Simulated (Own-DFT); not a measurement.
# Computed records: Ti20Si39 (C49 TiSi2 crystal with one vacancy, atoms displaced)

All values are calculated (Own-DFT development build). A calculation, not a measurement: plane-wave density functional theory by an unreviewed code, no spin, of a simulated periodic cell, stress positive in tension, run twice, with PBE and with PBEsol, both on files made for PBE, so the change isn't that of files made for PBEsol, forces on such cells moved up to 12 meV/angstrom on a denser k mesh; the far tail of each file's local potential was reset to the Coulomb form; each entry is a single point on an unrelaxed cell, so the pressure reflects the starting lattice, taken from the Materials Project, from which strain is counted, and rises with the displacements; printed positions are rounded, which can move forces by about a meV/angstrom; the program, named Own-DFT, is a retired in-house code; no spin-orbit coupling; stress was not checked against mesh or cutoff.

Common to all runs: functional PBE, then PBEsol; potential files PseudoDojo norm-conserving, scalar-relativistic, standard set; wave cutoff 42 hartree; occupations cold (Marzari-Vanderbilt); smearing width 0.2 eV; k mesh 4 x 4 x 4 centred on Gamma.

(1) Ti20Si39 (C49 TiSi2 crystal with one vacancy, atoms displaced)

```cif
# cell vector a (Å): 5.2953 -6.7593 3.5652
# cell vector b (Å): 7.0604 0.0000 -7.1303
# cell vector c (Å): 5.2953 6.7593 3.5652
data_Ti20Si39
_symmetry_space_group_name_H-M 'P 1'
_symmetry_Int_Tables_number 1
_cell_length_a 9.2973
_cell_length_b 10.0345
_cell_length_c 9.2973
_cell_angle_alpha 82.631
_cell_angle_beta 93.274
_cell_angle_gamma 82.631
_cell_volume 850.71
loop_
_atom_site_label
_atom_site_type_symbol
_atom_site_fract_x
_atom_site_fract_y
_atom_site_fract_z
_atom_site_occupancy
Ti1 Ti 0.93911 0.92608 0.15603 1
Ti2 Ti 0.84845 0.87891 0.64362 1
Si1 Si 0.60689 0.91317 0.50292 1
Si2 Si 0.17968 0.87876 0.31493 1
Si3 Si 0.90221 0.02150 0.40758 1
Si4 Si 0.89046 0.77824 0.39465 1
Ti3 Ti 0.93820 0.42429 0.15676 1
Ti4 Ti 0.86637 0.36382 0.64629 1
Si5 Si 0.61274 0.42555 0.48308 1
Si6 Si 0.18926 0.38606 0.29917 1
Si7 Si 0.91430 0.52157 0.40102 1
Si8 Si 0.90183 0.26974 0.38975 1
Ti5 Ti 0.75415 0.75416 0.94939 1
Ti6 Ti 0.64803 0.68459 0.42718 1
Si9 Si 0.42541 0.71097 0.30621 1
Si10 Si 0.99824 0.67647 0.10943 1
Si11 Si 0.70589 0.81807 0.20963 1
Si12 Si 0.69124 0.59016 0.19649 1
Ti7 Ti 0.55024 0.01442 0.75431 1
Ti8 Ti 0.43787 0.98361 0.23776 1
Si13 Si 0.20629 0.01220 0.09319 1
Si14 Si 0.77278 0.97935 0.90545 1
Si15 Si 0.50796 0.13568 0.98575 1
Si16 Si 0.49537 0.87271 0.99332 1
Ti9 Ti 0.74842 0.20459 0.96697 1
Ti10 Ti 0.65405 0.18200 0.44172 1
Si17 Si 0.40449 0.21948 0.30274 1
Si18 Si 0.98831 0.17377 0.11337 1
Si19 Si 0.70239 0.31890 0.20896 1
Si20 Si 0.69037 0.08669 0.20488 1
Ti11 Ti 0.53078 0.52592 0.76448 1
Ti12 Ti 0.45706 0.46180 0.23978 1
Si21 Si 0.20686 0.52111 0.07910 1
Si22 Si 0.77414 0.47573 0.91158 1
Si23 Si 0.47850 0.63616 0.99155 1
Ti13 Ti 0.33311 0.82196 0.57099 1
Ti14 Ti 0.26033 0.78635 0.04822 1
Si24 Si 0.00259 0.82240 0.87996 1
Si25 Si 0.59624 0.78949 0.70939 1
Si26 Si 0.29005 0.89258 0.80483 1
Si27 Si 0.28961 0.68161 0.78654 1
Ti15 Ti 0.34612 0.30971 0.54439 1
Ti16 Ti 0.24545 0.28237 0.03496 1
Si28 Si 0.01127 0.31621 0.89095 1
Si29 Si 0.58205 0.26859 0.70776 1
Si30 Si 0.30094 0.42505 0.80864 1
Si31 Si 0.27847 0.17504 0.78460 1
Ti17 Ti 0.16006 0.62948 0.34552 1
Ti18 Ti 0.04162 0.57088 0.85039 1
Si32 Si 0.81856 0.61013 0.69286 1
Si33 Si 0.38910 0.55583 0.50904 1
Si34 Si 0.11251 0.73547 0.60236 1
Si35 Si 0.10162 0.47801 0.60312 1
Ti19 Ti 0.14945 0.12445 0.36041 1
Ti20 Ti 0.04535 0.07237 0.84288 1
Si36 Si 0.79737 0.12731 0.68894 1
Si37 Si 0.37523 0.06674 0.52112 1
Si38 Si 0.10925 0.23399 0.60803 1
Si39 Si 0.11532 0.96780 0.59162 1
```

- PBE pressure: 5.53 GPa
- PBE stress xx: -6.15 GPa
- PBE stress yy: -4.69 GPa
- PBE stress zz: -5.76 GPa
- PBE stress yz: -0.74 GPa
- PBE stress xz: 0.29 GPa
- PBE stress xy: 0.47 GPa
- PBEsol pressure: 2.25 GPa
- PBEsol stress xx: -2.77 GPa
- PBEsol stress yy: -1.24 GPa
- PBEsol stress zz: -2.75 GPa
- PBEsol stress yz: -0.76 GPa
- PBEsol stress xz: 0.29 GPa
- PBEsol stress xy: 0.46 GPa
- rms change of force components from PBE to PBEsol: 0.026 eV/Å

Force:
| force element | PBE force x (eV/Å) | PBE force y (eV/Å) | PBE force z (eV/Å) | PBEsol force x (eV/Å) | PBEsol force y (eV/Å) | PBEsol force z (eV/Å) |
| --- | --- | --- | --- | --- | --- | --- |
| Ti | -0.043 | -0.736 | -0.144 | -0.049 | -0.743 | -0.14 |
| Ti | -0.082 | -0.522 | 0.84 | -0.082 | -0.481 | 0.833 |
| Si | -0.154 | -1.289 | -3.456 | -0.149 | -1.359 | -3.464 |
| Si | 0.241 | -0.628 | 0.833 | 0.24 | -0.597 | 0.845 |
| Si | -0.07 | -0.072 | -0.356 | -0.076 | -0.066 | -0.361 |
| Si | 0.905 | -0.299 | 1.144 | 0.916 | -0.289 | 1.151 |
| Ti | 0.314 | -1.418 | -0.368 | 0.316 | -1.428 | -0.343 |
| Ti | -0.27 | 1.032 | -1.335 | -0.257 | 1.023 | -1.322 |
| Si | 0.503 | 0.126 | 0.425 | 0.49 | 0.064 | 0.437 |
| Si | -0.523 | 0.191 | 1.176 | -0.512 | 0.238 | 1.18 |
| Si | -0.378 | 0.363 | -0.54 | -0.406 | 0.354 | -0.547 |
| Si | 0.845 | 0.544 | 0.188 | 0.866 | 0.536 | 0.199 |
| Ti | -3.326 | 1.045 | 3.043 | -3.298 | 1.015 | 3.015 |
| Ti | 1.996 | 1.593 | 3.767 | 1.986 | 1.567 | 3.729 |
| Si | -1.92 | 0.618 | -3.192 | -1.905 | 0.572 | -3.197 |
| Si | -0.347 | -0.012 | -0.482 | -0.339 | 0.042 | -0.489 |
| Si | -0.086 | -0.607 | -2.647 | -0.082 | -0.606 | -2.672 |
| Si | -1.596 | -0.959 | 0.936 | -1.6 | -0.94 | 0.964 |
| Ti | -0.028 | 0.605 | -2.466 | -0.021 | 0.562 | -2.426 |
| Ti | 0.525 | -0.175 | 2.203 | 0.513 | -0.143 | 2.195 |
| Si | 0.877 | 0.197 | -2.447 | 0.863 | 0.137 | -2.431 |
| Si | 1.905 | -0.907 | 0.724 | 1.888 | -0.859 | 0.735 |
| Si | -0.759 | 1.724 | -0.147 | -0.75 | 1.701 | -0.156 |
| Si | 1.386 | 0.086 | -0.44 | 1.409 | 0.086 | -0.448 |
| Ti | 1.24 | -1.614 | -2.466 | 1.226 | -1.645 | -2.418 |
| Ti | -0.499 | 1.23 | 1.36 | -0.488 | 1.226 | 1.341 |
| Si | -0.743 | -0.671 | -0.763 | -0.727 | -0.699 | -0.747 |
| Si | 0.169 | -0.376 | 0.336 | 0.163 | -0.325 | 0.333 |
| Si | -0.083 | -0.467 | -1.424 | -0.084 | -0.461 | -1.459 |
| Si | -1.201 | -0.159 | 0.907 | -1.209 | -0.163 | 0.922 |
| Ti | -0.057 | -1.919 | -0.193 | -0.064 | -1.941 | -0.23 |
| Ti | 1.051 | 0.466 | -1.157 | 1.083 | 0.536 | -1.15 |
| Si | 1.115 | -0.534 | -0.351 | 1.094 | -0.582 | -0.358 |
| Si | 0.31 | 0.105 | 0.644 | 0.31 | 0.146 | 0.662 |
| Si | 0.277 | -0.517 | 1.953 | 0.244 | -0.504 | 1.959 |
| Ti | -0.18 | -5.139 | 0.628 | -0.176 | -5.066 | 0.619 |
| Ti | -2.158 | 1.939 | 1.235 | -2.145 | 1.922 | 1.217 |
| Si | 1.093 | 0.217 | 0.153 | 1.07 | 0.196 | 0.133 |
| Si | -1.962 | 0.989 | 3.461 | -1.919 | 1.056 | 3.47 |
| Si | 3.78 | 0.143 | -3.096 | 3.798 | 0.148 | -3.115 |
| Si | -1.261 | 1.21 | 3.887 | -1.271 | 1.176 | 3.922 |
| Ti | 1.415 | 0.259 | -0.771 | 1.39 | 0.247 | -0.769 |
| Ti | -0.433 | 0.562 | 2.137 | -0.454 | 0.615 | 2.105 |
| Si | -0.083 | 0.821 | -0.963 | -0.084 | 0.77 | -0.971 |
| Si | 0.97 | 0.38 | -0.366 | 0.946 | 0.427 | -0.378 |
| Si | -0.312 | -0.037 | 0.127 | -0.288 | -0.031 | 0.152 |
| Si | 2.367 | -0.14 | 2.741 | 2.382 | -0.132 | 2.779 |
| Ti | -0.428 | 1.391 | -0.008 | -0.43 | 1.371 | -0.001 |
| Ti | 0.28 | -0.896 | 0.055 | 0.279 | -0.885 | 0.059 |
| Si | -0.394 | 0.637 | -1.949 | -0.382 | 0.581 | -1.948 |
| Si | 1.049 | 0.208 | -0.402 | 1.024 | 0.275 | -0.404 |
| Si | -3.434 | 1.711 | -0.382 | -3.446 | 1.685 | -0.394 |
| Si | 0.354 | -0.346 | -0.056 | 0.36 | -0.331 | -0.054 |
| Ti | -0.669 | -0.645 | -0.975 | -0.66 | -0.653 | -0.951 |
| Ti | 0.111 | -0.243 | 0.491 | 0.124 | -0.231 | 0.474 |
| Si | 0.231 | -0.405 | 0.784 | 0.231 | -0.468 | 0.796 |
| Si | 0.381 | -0.945 | 0.626 | 0.374 | -0.9 | 0.618 |
| Si | -2.89 | 0.095 | -1.265 | -2.935 | 0.096 | -1.294 |
| Si | 0.678 | 2.19 | -2.2 | 0.702 | 2.157 | -2.209 |

(2) Ti20Si39 (C49 TiSi2 crystal with one vacancy, atoms displaced)

```cif
# cell vector a (Å): 5.2953 -6.7593 3.5652
# cell vector b (Å): 7.0604 0.0000 -7.1303
# cell vector c (Å): 5.2953 6.7593 3.5652
data_Ti20Si39
_symmetry_space_group_name_H-M 'P 1'
_symmetry_Int_Tables_number 1
_cell_length_a 9.2973
_cell_length_b 10.0345
_cell_length_c 9.2973
_cell_angle_alpha 82.631
_cell_angle_beta 93.274
_cell_angle_gamma 82.631
_cell_volume 850.71
loop_
_atom_site_label
_atom_site_type_symbol
_atom_site_fract_x
_atom_site_fract_y
_atom_site_fract_z
_atom_site_occupancy
Ti1 Ti 0.95548 0.92196 0.15152 1
Ti2 Ti 0.85947 0.87251 0.64871 1
Si1 Si 0.60018 0.91410 0.47990 1
Si2 Si 0.20534 0.87805 0.31185 1
Si3 Si 0.88096 0.02213 0.38411 1
Si4 Si 0.88938 0.79926 0.40419 1
Ti3 Ti 0.95416 0.42605 0.14507 1
Ti4 Ti 0.84103 0.38515 0.66164 1
Si5 Si 0.60795 0.43514 0.48397 1
Si6 Si 0.17759 0.37806 0.29827 1
Si7 Si 0.89060 0.52604 0.39812 1
Si8 Si 0.90038 0.26239 0.40762 1
Ti5 Ti 0.72944 0.72150 0.95492 1
Ti6 Ti 0.63301 0.67327 0.45166 1
Si9 Si 0.41150 0.73947 0.28566 1
Si10 Si 0.98977 0.67581 0.10022 1
Si11 Si 0.69416 0.83347 0.21892 1
Ti7 Ti 0.54436 0.02451 0.74771 1
Ti8 Ti 0.44653 0.97897 0.24238 1
Si12 Si 0.21374 0.02597 0.08909 1
Si13 Si 0.79556 0.97010 0.91952 1
Si14 Si 0.51333 0.12855 0.00362 1
Si15 Si 0.48758 0.87801 0.99525 1
Ti9 Ti 0.74423 0.21161 0.96941 1
Ti10 Ti 0.67130 0.16460 0.45016 1
Si16 Si 0.39902 0.22801 0.28416 1
Si17 Si 0.98197 0.17005 0.13446 1
Si18 Si 0.69406 0.32449 0.21049 1
Si19 Si 0.67869 0.06323 0.20312 1
Ti11 Ti 0.54132 0.53172 0.75810 1
Ti12 Ti 0.46564 0.48139 0.23501 1
Si20 Si 0.19934 0.51746 0.09227 1
Si21 Si 0.80048 0.47734 0.89645 1
Si22 Si 0.49993 0.62698 0.99042 1
Si23 Si 0.51959 0.38412 0.00229 1
Ti13 Ti 0.33246 0.82618 0.54914 1
Ti14 Ti 0.26599 0.76574 0.05292 1
Si24 Si 0.99774 0.82271 0.89211 1
Si25 Si 0.59411 0.77760 0.70754 1
Si26 Si 0.29105 0.92555 0.79835 1
Si27 Si 0.31069 0.67550 0.79089 1
Ti15 Ti 0.34422 0.32441 0.55419 1
Ti16 Ti 0.24556 0.29382 0.05092 1
Si28 Si 0.99780 0.32253 0.88008 1
Si29 Si 0.60600 0.28089 0.69265 1
Si30 Si 0.30109 0.42178 0.78744 1
Si31 Si 0.29373 0.19881 0.79794 1
Ti17 Ti 0.15902 0.62296 0.35471 1
Ti18 Ti 0.06144 0.56523 0.84383 1
Si32 Si 0.80162 0.62421 0.68592 1
Si33 Si 0.40168 0.57896 0.50567 1
Si34 Si 0.09412 0.72487 0.60624 1
Si35 Si 0.10047 0.47053 0.60122 1
Ti19 Ti 0.15042 0.12094 0.35907 1
Ti20 Ti 0.05375 0.07252 0.83843 1
Si36 Si 0.80266 0.11552 0.68009 1
Si37 Si 0.40223 0.08021 0.51101 1
Si38 Si 0.10806 0.21479 0.59440 1
Si39 Si 0.09167 0.98293 0.59289 1
```

* PBE pressure: 5.02 GPa
* PBE stress xx: -4.67 GPa
* PBE stress yy: -4.75 GPa
* PBE stress zz: -5.64 GPa
* PBE stress yz: 0.89 GPa
* PBE stress xz: 0.33 GPa
* PBE stress xy: -0.7 GPa
* PBEsol pressure: 1.74 GPa
* PBEsol stress xx: -1.27 GPa
* PBEsol stress yy: -1.28 GPa
* PBEsol stress zz: -2.68 GPa
* PBEsol stress yz: 0.91 GPa
* PBEsol stress xz: 0.33 GPa
* PBEsol stress xy: -0.7 GPa
* rms change of force components from PBE to PBEsol: 0.026 eV/Å

Force:
| force element | PBE force x (eV/Å) | PBE force y (eV/Å) | PBE force z (eV/Å) | PBEsol force x (eV/Å) | PBEsol force y (eV/Å) | PBEsol force z (eV/Å) |
| --- | --- | --- | --- | --- | --- | --- |
| Ti | 0.057 | 0.835 | 0.121 | 0.057 | 0.833 | 0.103 |
| Ti | -0.875 | 0.976 | -0.806 | -0.867 | 0.972 | -0.821 |
| Si | 1.494 | 0.322 | -0.122 | 1.469 | 0.276 | -0.121 |
| Si | -1.615 | 0.701 | -1.191 | -1.592 | 0.763 | -1.193 |
| Si | 2.373 | -0.74 | 0.116 | 2.398 | -0.724 | 0.095 |
| Si | -2.04 | -0.91 | 3.045 | -2.037 | -0.897 | 3.081 |
| Ti | -0.957 | 1.577 | -0.214 | -0.935 | 1.487 | -0.176 |
| Ti | -2.252 | -2.653 | 0.515 | -2.235 | -2.604 | 0.507 |
| Si | -0.744 | -0.945 | 1.229 | -0.724 | -1.001 | 1.22 |
| Si | 1.308 | 0.624 | 1.828 | 1.281 | 0.674 | 1.826 |
| Si | -0.091 | -0.257 | -0.19 | -0.097 | -0.254 | -0.213 |
| Si | 0.792 | -0.491 | -1.102 | 0.778 | -0.483 | -1.096 |
| Ti | 1.505 | -1.43 | 0.167 | 1.483 | -1.49 | 0.13 |
| Ti | 2.229 | -1.902 | 0.269 | 2.239 | -1.822 | 0.265 |
| Si | -1.021 | -0.503 | 1.904 | -1.012 | -0.549 | 1.907 |
| Si | 0.025 | 1.007 | 0.732 | 0.024 | 1.061 | 0.746 |
| Si | -2.499 | -1.053 | 1.041 | -2.546 | -1.037 | 1.053 |
| Ti | 0.995 | 0.439 | 0.285 | 0.99 | 0.407 | 0.286 |
| Ti | 0.538 | 0.654 | -0.311 | 0.534 | 0.657 | -0.281 |
| Si | -0.428 | 0.329 | -1.118 | -0.423 | 0.287 | -1.111 |
| Si | -0.906 | 0.293 | -1.304 | -0.89 | 0.346 | -1.316 |
| Si | -1.788 | 0.86 | -1.39 | -1.789 | 0.84 | -1.4 |
| Si | 0.619 | -0.545 | 0.34 | 0.626 | -0.54 | 0.362 |
| Ti | 0.632 | -2.043 | -1.031 | 0.627 | -2.033 | -1.023 |
| Ti | -1.672 | 2.06 | -2.333 | -1.658 | 2.057 | -2.306 |
| Si | 1.111 | -0.133 | 0.518 | 1.086 | -0.178 | 0.51 |
| Si | -0.347 | -1.114 | -0.797 | -0.344 | -1.088 | -0.803 |
| Si | 0.578 | -0.967 | 0.257 | 0.58 | -0.951 | 0.255 |
| Si | 2.096 | -1.151 | -0.748 | 2.12 | -1.13 | -0.773 |
| Ti | -0.84 | -2.015 | 0.737 | -0.817 | -2.031 | 0.723 |
| Ti | -0.467 | 1.877 | -0.335 | -0.49 | 1.909 | -0.344 |
| Si | 2.073 | -0.972 | -1.561 | 2.044 | -1.031 | -1.555 |
| Si | 0.592 | 2.201 | 0.254 | 0.587 | 2.244 | 0.244 |
| Si | 0.578 | 0.928 | 0.22 | 0.598 | 0.92 | 0.232 |
| Si | -1.112 | 0.532 | -0.059 | -1.123 | 0.525 | -0.07 |
| Ti | 1.626 | -0.885 | 0.812 | 1.612 | -0.909 | 0.811 |
| Ti | -1.202 | 0.981 | -1.982 | -1.176 | 0.99 | -1.978 |
| Si | 0.443 | -1.185 | 0.878 | 0.435 | -1.256 | 0.861 |
| Si | -0.442 | 0.394 | -0.487 | -0.44 | 0.451 | -0.481 |
| Si | 0.257 | -0.258 | -0.065 | 0.257 | -0.254 | -0.093 |
| Si | -0.232 | 1.355 | -0.252 | -0.245 | 1.33 | -0.242 |
| Ti | -0.083 | -1.385 | -0.628 | -0.083 | -1.363 | -0.617 |
| Ti | -2.58 | -1.607 | 1.864 | -2.554 | -1.562 | 1.844 |
| Si | 1.112 | 0.218 | 2.206 | 1.108 | 0.174 | 2.223 |
| Si | -0.279 | 1.661 | 0.507 | -0.27 | 1.712 | 0.503 |
| Si | 2.147 | 0.588 | -0.621 | 2.185 | 0.58 | -0.637 |
| Si | -1.271 | 0.215 | 2.504 | -1.295 | 0.214 | 2.529 |
| Ti | -0.485 | 0.801 | -0.955 | -0.479 | 0.766 | -0.947 |
| Ti | 0.242 | 0.771 | -1.144 | 0.225 | 0.794 | -1.131 |
| Si | 1.001 | -0.412 | -0.556 | 0.98 | -0.463 | -0.559 |
| Si | -1.043 | 1.139 | -0.626 | -1.019 | 1.181 | -0.646 |
| Si | -0.237 | -0.633 | 0.215 | -0.228 | -0.62 | 0.209 |
| Si | -0.538 | -0.073 | -1.004 | -0.532 | -0.072 | -0.996 |
| Ti | 0.03 | -0.532 | -0.526 | 0.035 | -0.541 | -0.525 |
| Ti | 0.445 | 1.037 | -0.143 | 0.423 | 1.037 | -0.143 |
| Si | 1.968 | 0.364 | 1.076 | 1.932 | 0.313 | 1.096 |
| Si | -1.026 | 0.187 | -0.341 | -1.01 | 0.243 | -0.341 |
| Si | 0.764 | 0.812 | -0.685 | 0.775 | 0.787 | -0.677 |
| Si | -0.559 | 0.052 | 0.986 | -0.581 | 0.052 | 0.991 |
